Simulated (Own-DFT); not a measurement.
## Calculated data, Al$_{3}$GaN$_{4}$ (wurtzite random alloy, strained, atoms displaced)

All values are calculated (Own-DFT development build). A calculation, not a measurement: plane-wave PBE density functional theory by an unreviewed code, no spin, of a simulated periodic cell, stress positive in tension, free energy of the whole cell less one offset for each atom, forces on such cells passed a denser k mesh, this cell's mesh not checked; offsets are fitted by least squares, one for each functional and potential file, so energies compare only between cells with the same atoms and settings and are not formation energies; the far tail of each file's local potential was reset to the Coulomb form; each entry is a single point on an unrelaxed cell, so the pressure reflects the starting lattice, mostly measured values, from which strain is counted, and rises with the displacements; printed positions are rounded, which can move forces by about a meV/angstrom; the program is a retired in-house code; no spin-orbit coupling.

Settings shared by all entries: functional PBE; potential files PseudoDojo norm-conserving, scalar-relativistic, standard set with the stringent files for Ga; wave cutoff 96 hartree; occupations Gaussian; smearing width 0.01 eV; k mesh 4 x 4 x 3 centred on Gamma.

(1) Al$_{3}$GaN$_{4}$ (wurtzite random alloy, strained, atoms displaced)

```
CELL_PARAMETERS angstrom
9.39380 0.00000 -0.09390
-4.69690 8.13520 0.04700
-0.10070 0.00000 10.06550
ATOMIC_POSITIONS crystal
Ga 0.12335 0.23334 0.99702
Al 0.22125 0.11305 0.25527
N 0.10579 0.21956 0.18784
N 0.21519 0.10697 0.44064
Al 0.11734 0.22661 0.49754
Al 0.22974 0.11333 0.74610
N 0.11661 0.21298 0.69213
N 0.22760 0.10661 0.93752
Ga 0.11135 0.55689 0.00004
Al 0.22075 0.44328 0.24470
N 0.11978 0.57010 0.18830
N 0.21830 0.45120 0.44148
Al 0.12229 0.56771 0.50037
Al 0.22087 0.43963 0.74641
N 0.11621 0.56340 0.69262
N 0.21535 0.44622 0.94362
Al 0.10246 0.88900 0.99608
Ga 0.22704 0.78833 0.24103
N 0.10496 0.88325 0.18146
N 0.21446 0.78137 0.44697
Al 0.11027 0.88777 0.49712
Ga 0.22652 0.78654 0.74400
N 0.11648 0.90167 0.68127
N 0.22319 0.78479 0.94742
Al 0.44341 0.22065 0.99824
Al 0.56432 0.11109 0.25109
N 0.45201 0.22416 0.19678
N 0.55333 0.11231 0.43813
Al 0.45320 0.22296 0.49807
Al 0.56135 0.11034 0.74473
N 0.45122 0.22431 0.68627
N 0.54801 0.10152 0.93491
Al 0.44542 0.55380 0.99196
Ga 0.55918 0.44555 0.25731
N 0.45255 0.56629 0.19187
N 0.55400 0.44379 0.43520
Al 0.45408 0.56973 0.50254
Al 0.54748 0.44480 0.75031
N 0.44174 0.54801 0.69595
N 0.55991 0.45019 0.93588
Ga 0.44238 0.89009 0.99004
Ga 0.55376 0.77704 0.24506
N 0.44859 0.89141 0.18683
N 0.54650 0.76726 0.43345
Ga 0.44008 0.89088 0.49833
Ga 0.55538 0.77183 0.75644
N 0.43643 0.89145 0.68905
N 0.56671 0.78135 0.94313
Al 0.77065 0.21765 0.00648
Al 0.90519 0.12252 0.26086
N 0.78468 0.23058 0.19847
N 0.88967 0.10832 0.44189
Al 0.78065 0.22631 0.49927
Al 0.88562 0.10901 0.74014
N 0.77959 0.22548 0.68774
N 0.88735 0.11089 0.94190
Al 0.78168 0.56479 0.00361
Al 0.88261 0.44228 0.25030
N 0.76787 0.55255 0.19017
N 0.89480 0.44392 0.44370
Al 0.77860 0.55013 0.49517
Al 0.88846 0.44385 0.74385
N 0.77841 0.56066 0.68782
N 0.88525 0.45199 0.93671
Al 0.77681 0.88580 0.99517
Al 0.90394 0.78516 0.24677
N 0.77938 0.89277 0.19711
N 0.88529 0.77463 0.44241
Al 0.77847 0.88445 0.50876
Al 0.88488 0.77621 0.74489
N 0.78755 0.89899 0.68717
N 0.89789 0.78683 0.94551
```

* free energy of cell above offsets: -22.791 eV
* pressure: 6.18 GPa
* stress xx: -5.52 GPa
* stress yy: -7.78 GPa
* stress zz: -5.23 GPa
* stress yz: 0.25 GPa
* stress xz: -1.73 GPa
* stress xy: 0.16 GPa

Force:
```csv
element,x (eV/Å),y (eV/Å),z (eV/Å)
Ga,-0.775,-2.855,-0.084
Al,0.754,-0.232,-1.161
N,1.693,1.183,1.04
N,1,0.872,-0.333
Al,-0.433,-0.068,0.743
Al,0.608,-0.397,0.458
N,-1.914,1.773,-0.695
N,-0.449,0.737,-0.231
Ga,-1.417,0.726,-0.163
Al,0.289,1.422,0.609
N,-0.531,-2.965,1.15
N,1.622,-0.599,-0.278
Al,-0.96,-1.17,0.32
Al,-0.99,-0.052,0.413
N,0.184,-1.858,-0.686
N,2.468,1.256,-2.086
Al,2.783,1.187,0.401
Ga,0.609,-0.181,1.237
N,0.15,2.559,0.51
N,0.753,-0.183,-1.559
Al,-1.387,0.461,0.472
Ga,-1.901,-0.726,1.749
N,-0.953,-1.257,1.025
N,-1.339,-0.63,-1.588
Al,0.766,0.332,0.611
Al,-0.737,-0.132,-0.278
N,-0.943,-1.51,-1.36
N,1.311,0.62,-0.027
Al,-1.824,0.207,-0.005
Al,-0.8,0.497,0.6
N,-0.163,0.171,0.225
N,0.517,3.289,-0.304
Al,-0.201,0.466,1.753
Ga,-1.381,0.166,-2.154
N,-1.199,-3.599,-2.064
N,-0.033,0.14,3.784
Al,-0.449,-3.259,-0.182
Al,2.977,-0.863,-0.147
N,-1.167,0.849,-1.403
N,-0.3,-0.813,0.54
Ga,0.889,-0.966,1.736
Ga,0.929,1.424,0.4
N,-0.371,1.56,0.078
N,0.65,2.757,2.075
Ga,0.834,-0.543,-0.276
Ga,-0.472,1.181,-1.123
N,3.204,0.808,0.089
N,-1.408,-1.581,-0.24
Al,0.808,0.678,-0.941
Al,-2.032,-2.179,-1.451
N,0.264,-1.328,-0.853
N,-0.221,0.449,1.357
Al,0.403,-0.731,-0.388
Al,0.983,1.648,2.023
N,0.204,-0.445,-0.36
N,-0.562,0.057,-1.023
Al,0.064,-0.745,-0.547
Al,0.823,1.965,0.192
N,2.689,1.583,-0.264
N,-0.549,0.441,-0.525
Al,-0.329,0.792,0.514
Al,-0.157,1.073,0.986
N,-0.424,-0.869,-0.218
N,-0.203,-1.416,0.128
Al,1.203,2.067,2.189
Al,-3.328,-1.364,1.036
N,1.461,0.85,-1.206
N,0.514,-0.009,-0.522
Al,-0.449,0.148,-3.064
Al,1.507,0.91,0.55
N,-0.747,-1.97,0.868
N,-2.418,-1.811,-2.073
```

(2) Al$_{3}$GaN$_{4}$ (wurtzite random alloy, strained, atoms displaced)

```
CELL_PARAMETERS angstrom
9.39380 0.00000 -0.09390
-4.69690 8.13520 0.04700
-0.10070 0.00000 10.06550
ATOMIC_POSITIONS crystal
Ga 0.10914 0.21722 0.00746
Al 0.22135 0.10922 0.25103
N 0.11498 0.21824 0.19222
N 0.22578 0.11640 0.44256
Al 0.10261 0.21462 0.50095
Al 0.22276 0.11352 0.74363
N 0.10337 0.21370 0.69812
N 0.20688 0.10623 0.94532
Al 0.11300 0.54680 0.99582
Al 0.22603 0.44901 0.25170
N 0.11210 0.55559 0.18743
N 0.22140 0.44563 0.44450
Al 0.10843 0.55892 0.50611
Al 0.22825 0.44986 0.75349
N 0.10543 0.55190 0.68635
N 0.23147 0.44944 0.94938
Al 0.10908 0.88590 0.99989
Al 0.22385 0.77624 0.25601
N 0.10144 0.88413 0.18478
N 0.21634 0.77950 0.44006
Al 0.10751 0.89438 0.49567
Al 0.22144 0.77871 0.75719
N 0.11794 0.89087 0.69968
N 0.22700 0.77975 0.94131
Al 0.45318 0.23208 0.00164
Al 0.55438 0.10893 0.25415
N 0.43844 0.22062 0.18912
N 0.55102 0.10935 0.43942
Ga 0.44542 0.22660 0.49971
Al 0.55286 0.11555 0.75045
N 0.44231 0.22145 0.68874
N 0.54589 0.10243 0.94170
Ga 0.45797 0.56585 0.99707
Ga 0.55791 0.45061 0.25213
N 0.44435 0.55598 0.18695
N 0.56306 0.43772 0.43848
Al 0.43638 0.54752 0.50232
Ga 0.55523 0.44922 0.74649
N 0.45045 0.55616 0.69522
N 0.54693 0.43633 0.93636
Al 0.43390 0.88604 0.01237
Al 0.55257 0.77463 0.25643
N 0.44943 0.89265 0.19458
N 0.55322 0.76972 0.44079
Ga 0.44489 0.89017 0.50313
Al 0.54900 0.77387 0.74644
N 0.44904 0.89888 0.69438
N 0.55814 0.77992 0.94100
Ga 0.77824 0.21971 0.99405
Al 0.88768 0.11072 0.24868
N 0.77696 0.22399 0.17867
N 0.87890 0.10066 0.44093
Al 0.77228 0.21718 0.50254
Al 0.88599 0.11022 0.75471
N 0.78890 0.23063 0.69042
N 0.89064 0.12516 0.94143
Ga 0.77702 0.55748 0.99220
Al 0.89098 0.43947 0.24892
N 0.78450 0.56644 0.19009
N 0.88883 0.44809 0.44169
Al 0.78284 0.56188 0.50361
Al 0.88921 0.44852 0.73825
N 0.78356 0.56248 0.69096
N 0.88120 0.43671 0.93935
Ga 0.77260 0.89024 0.99619
Al 0.88777 0.78061 0.25316
N 0.77258 0.87856 0.18772
N 0.88143 0.76753 0.43008
Al 0.78853 0.89936 0.49559
Al 0.88501 0.78278 0.74823
N 0.77678 0.89456 0.67818
N 0.89490 0.77510 0.94339
```

- free energy of cell above offsets: -23.188 eV
- pressure: 5.95 GPa
- stress xx: -4.83 GPa
- stress yy: -6.46 GPa
- stress zz: -6.56 GPa
- stress yz: 0.75 GPa
- stress xz: -2.5 GPa
- stress xy: 0.88 GPa

Force:
```csv
element,x (eV/Å),y (eV/Å),z (eV/Å)
Ga,-0.085,1.148,-0.773
Al,0.445,-0.523,-0.627
N,-1.618,0.78,2.268
N,-1.874,-1.149,-0.571
Al,0.136,1.116,0.48
Al,-0.009,-0.492,2.103
N,0.175,1.576,-1.516
N,3.133,-0.146,-1.672
Al,-1.483,0.909,0.663
Al,-0.021,-0.718,-0.453
N,0.287,-0.079,0.492
N,-0.631,-0.757,-0.154
Al,0.369,-0.17,-1.625
Al,-0.663,-1.36,0.387
N,1.38,1.206,1.571
N,-0.871,-0.418,-2.123
Al,0.479,0.578,0.019
Al,-0.989,0.084,-1.337
N,1.437,0.62,1.704
N,-0.131,-0.289,0.486
Al,0.77,-0.879,0.871
Al,0.607,0.037,-0.771
N,-1.538,-0.258,-1.916
N,-0.871,-1.3,0.392
Al,-1.098,-2.745,0.283
Al,-0.19,1.143,-1.216
N,0.95,-0.36,0.328
N,1.211,0.542,-0.16
Ga,0.658,-0.789,0.202
Al,0.998,0.102,0.758
N,-0.06,0.078,0.643
N,-0.533,0.489,-0.47
Ga,-0.447,-1.376,0.907
Ga,1.049,-0.478,-0.89
N,-0.993,0.711,1.329
N,-1.471,2.431,1.532
Al,1.486,0.7,-0.28
Ga,2.057,-1.432,0.703
N,-3,0.8,-1.63
N,0.735,1.087,-0.066
Al,1.516,0.657,-1.481
Al,0.607,0.02,-0.991
N,-0.59,-0.903,0.715
N,0.367,0.185,0.565
Ga,-0.004,-0.697,-0.097
Al,0.52,1.717,0.398
N,-0.167,-1.56,0.263
N,-2.037,0.91,-1.773
Ga,-2.524,0.326,0.243
Al,0,-0.453,-0.736
N,0.166,-0.64,3.526
N,0.186,3.127,-1.309
Al,0.138,0.888,-0.191
Al,0.112,0.283,-0.379
N,-1.559,-1.284,-0.347
N,1.788,-2.671,-1.489
Ga,0.44,-0.995,1.562
Al,-1.047,1.197,-0.333
N,0.556,-1.537,0.073
N,0.364,-1.034,0.016
Al,-0.146,-1.155,-0.793
Al,0.19,-0.434,2.082
N,-0.335,0.376,-0.62
N,1.322,2.016,-1.759
Ga,1.943,0.702,0.781
Al,0.554,-0.599,-2.265
N,-0.949,1.653,1.319
N,0.109,2.354,2.678
Al,-0.882,-3.956,0.122
Al,1.095,0.424,0.641
N,0.064,-0.614,2.006
N,-1.582,1.278,-2.296
```

(3) Al$_{3}$GaN$_{4}$ (wurtzite random alloy, strained, atoms displaced)

```
CELL_PARAMETERS angstrom
9.39380 0.00000 -0.09390
-4.69690 8.13520 0.04700
-0.10070 0.00000 10.06550
ATOMIC_POSITIONS crystal
Al 0.11252 0.22323 0.99054
Ga 0.22141 0.10764 0.25013
N 0.10600 0.21862 0.19251
N 0.21153 0.10230 0.43508
Al 0.11264 0.22647 0.50124
Al 0.22715 0.11883 0.74943
N 0.11105 0.22948 0.68262
N 0.21201 0.10559 0.94938
Al 0.11369 0.54819 0.00225
Al 0.20230 0.43130 0.25148
N 0.10561 0.54870 0.19550
N 0.21654 0.43500 0.44336
Al 0.10839 0.55350 0.49566
Al 0.23489 0.44772 0.75194
N 0.10537 0.55196 0.69157
N 0.21959 0.44183 0.94554
Al 0.11268 0.88807 0.99616
Al 0.22874 0.76496 0.26325
N 0.12086 0.90022 0.18981
N 0.22643 0.77540 0.44495
Al 0.10495 0.88563 0.49447
Ga 0.21633 0.76871 0.75110
N 0.10718 0.89348 0.68100
N 0.22881 0.78271 0.94108
Ga 0.43861 0.21652 0.99794
Ga 0.55819 0.11190 0.24961
N 0.44310 0.21316 0.19352
N 0.54440 0.10284 0.44751
Al 0.44106 0.22596 0.49250
Al 0.54890 0.10645 0.74817
N 0.43406 0.21669 0.68803
N 0.55923 0.11969 0.93853
Al 0.44096 0.55025 0.00079
Al 0.56109 0.44853 0.26020
N 0.44834 0.55701 0.19064
N 0.55530 0.43974 0.44267
Al 0.43979 0.54881 0.50014
Al 0.55043 0.43484 0.73952
N 0.44109 0.55999 0.68724
N 0.55574 0.44944 0.93842
Al 0.44576 0.89088 0.00284
Al 0.54758 0.78073 0.25820
N 0.43675 0.88448 0.19160
N 0.55383 0.77379 0.45253
Al 0.43340 0.88600 0.50359
Ga 0.55292 0.77946 0.75760
N 0.44975 0.89195 0.69380
N 0.55693 0.77789 0.94529
Ga 0.78871 0.22850 0.00142
Al 0.88336 0.10311 0.24373
N 0.77107 0.20994 0.19904
N 0.88577 0.10557 0.44969
Al 0.77705 0.21159 0.50023
Al 0.87819 0.11143 0.73959
N 0.76671 0.22058 0.68544
N 0.88470 0.10353 0.93859
Al 0.77469 0.55012 0.00685
Al 0.88762 0.43473 0.24809
N 0.77214 0.55589 0.18561
N 0.88198 0.43154 0.44120
Ga 0.78040 0.56055 0.50648
Al 0.88724 0.43806 0.74202
N 0.77800 0.55883 0.69782
N 0.88348 0.44958 0.94424
Al 0.77988 0.88764 0.99239
Ga 0.89232 0.77749 0.24940
N 0.77697 0.88594 0.18860
N 0.88116 0.77724 0.44481
Al 0.78035 0.89045 0.49950
Ga 0.89182 0.77418 0.74885
N 0.77564 0.89756 0.68495
N 0.89601 0.77878 0.93429
```

- free energy of cell above offsets: -23.510 eV
- pressure: 5.8 GPa
- stress xx: -4.89 GPa
- stress yy: -7.71 GPa
- stress zz: -4.8 GPa
- stress yz: -0.23 GPa
- stress xz: -1.53 GPa
- stress xy: -0.41 GPa

Force:
```csv
element,x (eV/Å),y (eV/Å),z (eV/Å)
Al,-0.922,-1.098,1.771
Ga,-0.173,1.498,-0.205
N,-1.022,0.267,-1.356
N,0.333,1.286,2.037
Al,-0.038,-2.106,-0.647
Al,-1.798,-1.662,0.093
N,0.282,-0.288,2.245
N,0.333,0.508,-2.508
Al,-1.723,1.578,-0.119
Al,2.804,0.564,0.296
N,-0.199,0.433,-0.577
N,-0.281,1.752,-0.976
Al,0.18,-0.915,1.122
Al,-2.221,-0.582,-0.311
N,0.918,-1.183,-0.811
N,0.462,0.206,-1.261
Al,0.058,-0.613,1.178
Al,-1.921,1.506,-2.097
N,0.768,-4.191,-0.691
N,-2.077,-1.114,-0.227
Al,0.34,0.355,0.457
Ga,-0.156,1.736,-0.268
N,1.273,0.574,0.521
N,-0.34,-1.197,0.938
Ga,0.22,1.306,0.839
Ga,-1.114,-1.394,1.422
N,-0.58,2.689,-0.124
N,0.572,0.869,-0.157
Al,0.15,-2.312,0.687
Al,-0.024,0.723,0.3
N,1.09,0.611,-0.626
N,0.584,-1.765,-0.338
Al,0.851,0.926,0.871
Al,-0.831,-0.664,-2.127
N,-1.174,-0.517,0.904
N,-0.999,0.698,0.393
Al,-0.141,0.889,-0.252
Al,-0.196,1.586,1.751
N,1.394,-1.299,0.062
N,-0.159,-0.496,-0.844
Al,0.434,0.383,-0.26
Al,1.887,-0.912,-0.472
N,0.612,-0.485,-0.109
N,-0.837,0.169,-1.586
Al,2.658,0.574,1.061
Ga,1.247,0.109,-0.912
N,-1.805,-0.156,-0.847
N,-0.608,-0.354,0.743
Ga,-0.97,-0.972,-0.072
Al,1.058,-0.247,1.336
N,1.513,1.932,-1.056
N,0.491,0.712,-1.8
Al,-1.648,0.111,-0.32
Al,1.321,0.32,0.916
N,0.387,0.223,0.601
N,0.591,1.262,-1.1
Al,-0.968,1.171,-1.922
Al,-1.541,0.414,0.64
N,1.347,-1.356,1.767
N,0.423,1.029,-0.529
Ga,0.495,-1.097,-0.24
Al,-0.806,0.537,1.35
N,0.025,-2.617,-0.87
N,2.221,0.13,-0.928
Al,0.443,-0.782,1.098
Ga,0.058,0.477,-0.194
N,-1.302,0.126,-0.258
N,1.201,0.315,-0.701
Al,-1.126,-0.556,0.657
Ga,-1.165,1.893,-0.098
N,0.666,-0.977,0.627
N,-0.829,-0.538,2.117
```

(4) Al$_{3}$GaN$_{4}$ (wurtzite random alloy, strained, atoms displaced)

```
CELL_PARAMETERS angstrom
9.39380 0.00000 0.00000
-4.69690 8.13520 -0.08140
0.00000 -0.10070 10.06550
ATOMIC_POSITIONS crystal
Ga 0.12277 0.23206 0.99753
Al 0.21875 0.11719 0.24287
N 0.10393 0.21791 0.18311
N 0.22509 0.10167 0.43081
Al 0.11221 0.22081 0.50583
Ga 0.21969 0.10716 0.74551
N 0.10250 0.21883 0.69137
N 0.22638 0.10616 0.94394
Al 0.11839 0.56583 0.00335
Ga 0.22011 0.45319 0.24442
N 0.09931 0.55370 0.19155
N 0.21980 0.44065 0.43635
Ga 0.10677 0.54726 0.49747
Al 0.22800 0.44359 0.75602
N 0.11542 0.56422 0.70634
N 0.21467 0.44145 0.93513
Al 0.11640 0.90109 0.99742
Al 0.21704 0.77127 0.24890
N 0.11169 0.89058 0.18229
N 0.23622 0.78573 0.43966
Ga 0.11248 0.90049 0.49908
Al 0.22885 0.78653 0.75570
N 0.09593 0.88334 0.68653
N 0.23113 0.78543 0.93403
Al 0.44331 0.22492 0.00924
Al 0.54425 0.11261 0.23975
N 0.45768 0.23171 0.18896
N 0.55476 0.10040 0.44329
Al 0.45376 0.22354 0.49991
Al 0.54890 0.10755 0.75451
N 0.43388 0.21759 0.69259
N 0.55081 0.09099 0.94896
Al 0.44618 0.55310 0.99955
Ga 0.56338 0.45600 0.25066
N 0.44559 0.54748 0.18009
N 0.54956 0.45502 0.43981
Al 0.44300 0.54862 0.49486
Al 0.55664 0.43877 0.74476
N 0.44597 0.54957 0.68496
N 0.55621 0.45924 0.94213
Al 0.45276 0.89228 0.99955
Al 0.54853 0.77985 0.25953
N 0.43289 0.89007 0.19161
N 0.55490 0.78218 0.45433
Al 0.44872 0.89020 0.48717
Al 0.55067 0.77884 0.74915
N 0.44067 0.89295 0.70028
N 0.55568 0.78969 0.93711
Al 0.77927 0.22423 0.00039
Al 0.88803 0.09750 0.24725
N 0.77948 0.22266 0.19211
N 0.87750 0.10330 0.43786
Al 0.78226 0.23030 0.49999
Al 0.88449 0.10299 0.74799
N 0.78645 0.23096 0.68726
N 0.89103 0.10485 0.94395
Al 0.76430 0.55433 0.00211
Ga 0.89078 0.44323 0.24693
N 0.77898 0.55616 0.18835
N 0.89426 0.44351 0.44196
Ga 0.78207 0.54956 0.50052
Al 0.88932 0.44317 0.75413
N 0.77231 0.55053 0.69068
N 0.89423 0.44967 0.93392
Ga 0.78055 0.89021 0.00205
Al 0.89039 0.78863 0.24425
N 0.78277 0.88955 0.18960
N 0.89409 0.78446 0.43793
Al 0.77063 0.88473 0.49377
Al 0.88047 0.77633 0.74852
N 0.78169 0.89090 0.69256
N 0.90107 0.78225 0.94695
```

* free energy of cell above offsets: -20.954 eV
* pressure: 6.97 GPa
* stress xx: -7.09 GPa
* stress yy: -7.63 GPa
* stress zz: -6.19 GPa
* stress yz: -1.54 GPa
* stress xz: 0.32 GPa
* stress xy: -0.16 GPa

Force:
```csv
element,x (eV/Å),y (eV/Å),z (eV/Å)
Ga,-0.964,-1.981,-0.384
Al,1.222,-0.739,0.349
N,0.482,0.477,1.649
N,-0.515,4.206,0.032
Al,-0.392,-0.638,-1.431
Ga,-1.407,-0.637,1.083
N,0.54,0.88,-0.232
N,0.375,2.321,-0.651
Al,-1.068,-0.16,-1.816
Ga,0.847,-1.632,0.343
N,2.305,1.806,-1.584
N,1.103,-0.646,0.376
Ga,1.295,2.746,2.345
Al,-1.216,0.51,-1.914
N,0.504,-1.149,-1.594
N,1.215,2.266,1.507
Al,1.197,-2.549,0.44
Al,-1.187,1.652,0.618
N,0.087,0.242,1.149
N,-1.597,-1.703,-0.946
Ga,1.235,-2.505,0.31
Al,-1.289,-0.844,-1.465
N,1.425,-0.295,1.162
N,-0.525,-0.266,2.67
Al,0.967,-0.147,-1.989
Al,2.929,-0.502,1.719
N,-2.623,-0.401,0.32
N,-0.411,3.304,-1.199
Al,-1.04,-0.642,-0.494
Al,0.968,0.64,0.032
N,2.597,0.979,-0.951
N,-0.782,5.858,-1.411
Al,-2.343,2.004,-1.093
Ga,0.414,-0.809,0.324
N,-1.891,2.394,1.346
N,3.286,-2.698,-0.091
Al,-2.746,1.819,1.964
Al,-1.072,0.769,0.803
N,-0.494,0.325,0.657
N,1.135,-3.068,-1.498
Al,-1.866,-2.602,1.079
Al,0.612,0.07,-1.298
N,1.823,-0.855,-0.102
N,0.566,-2.3,-2.474
Al,-1.248,0.067,3.08
Al,0.443,-0.008,-0.408
N,1.123,-0.179,-2.057
N,1.404,-2.799,0.215
Al,0.653,-0.123,-0.147
Al,-1.415,2.82,0.677
N,-0.293,-1.863,-0.576
N,1.304,0.915,0.098
Al,0.166,-2.066,-0.122
Al,-0.521,1.37,0.965
N,-0.949,-1.534,0.617
N,-1.006,1.943,-1.405
Al,3.124,1.27,-0.468
Ga,-2.008,-0.835,0.693
N,0.092,1.373,-0.07
N,-1.324,-1.006,-0.916
Ga,-1.219,1.818,-0.085
Al,0.51,1.114,-0.684
N,0.571,0.092,0.664
N,-1.073,-0.689,2.451
Ga,-0.025,-0.627,-0.941
Al,2.102,-1.641,0.673
N,-2.371,-1.448,1.149
N,-1.452,-1.152,-1.028
Al,1.687,0.859,1.638
Al,0.876,-0.386,0.916
N,-1.497,-1.279,-1.091
N,-1.354,-1.506,-1.495
```
